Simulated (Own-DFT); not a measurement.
# What a defect does to the pressure of its cell: D0_22 TiAl3

The numbers are computed, not measured, by runs of the plane-wave DFT program Own-DFT (in-house, retired, unreviewed) at fixed positions, with no spin and no spin-orbit coupling.

All runs used: PBE; PseudoDojo norm-conserving scalar-relativistic files; cutoff 42 hartree; 4 x 4 x 4 k mesh centred on Gamma; cold (Marzari-Vanderbilt) smearing of 0.2 eV.

Caveats: forces on such cells failed a check on a denser k mesh; stress not checked against mesh or cutoff.

All runs share one cell, with vectors in Å (-2.365, -6.981, 4.326); (-7.667, 3.491, 1.442); (-2.950, -3.488, -7.241) and a volume of 625.4 Å³. Atoms were moved at random from their sites; u is the rms move along one axis. The defect's site can differ from row to row.

```
                     cell   formula   u (Å)  P (GPa)
                no defect  Al30Ti10  0.0204     1.98
                no defect  Al30Ti10  0.0223     2.00
                no defect  Al30Ti10  0.0479     2.55
 two Al on a Ti site each   Al32Ti8  0.0285     2.83
 two Al on a Ti site each   Al32Ti8  0.0513     3.34
 two Al on a Ti site each   Al32Ti8  0.0525     3.60
         two Al vacancies  Al28Ti10  0.0287     1.22
         two Al vacancies  Al28Ti10  0.0310        ?
         two Al vacancies  Al28Ti10  0.0507     1.64
         two Al vacancies  Al28Ti10  0.0558     1.94
two Ti on an Al site each  Al28Ti12  0.0295     3.10
two Ti on an Al site each  Al28Ti12  0.0473     3.54
two Ti on an Al site each  Al28Ti12  0.0490     3.63
```

## What the rows give

P = P0 + c u² + a shift for each defect gives P0 = 1.84 GPa, c = 315 ± 25 GPa/Å² and a scatter of 0.08 GPa. The shifts, and each times the cell's volume:

- two Ti on an Al site each: 1.00 ± 0.07 GPa, 3.9 eV (2.0 eV for each of its 2 sites)
- two Al on a Ti site each: 0.76 ± 0.07 GPa, 3.0 eV (1.5 eV for each of its 2 sites)
- two Al vacancies: -0.93 ± 0.07 GPa, -3.6 eV (-1.8 eV for each of its 2 sites)

A positive shift means that the defect pushes the cell outwards. Shift times volume (160.2 GPa Å³ is 1 eV) depends little on the cell's size, so, taken for each site, it can be compared between cells at like pressure. The atoms around the defects weren't relaxed, which would change these numbers.

## Test on the hidden row

The question: what pressure belongs in the blank (two Al vacancies, u = 0.0310 Å)?

From the fit: 1.22 ± 0.09 GPa. The hidden result is 1.22 GPa.
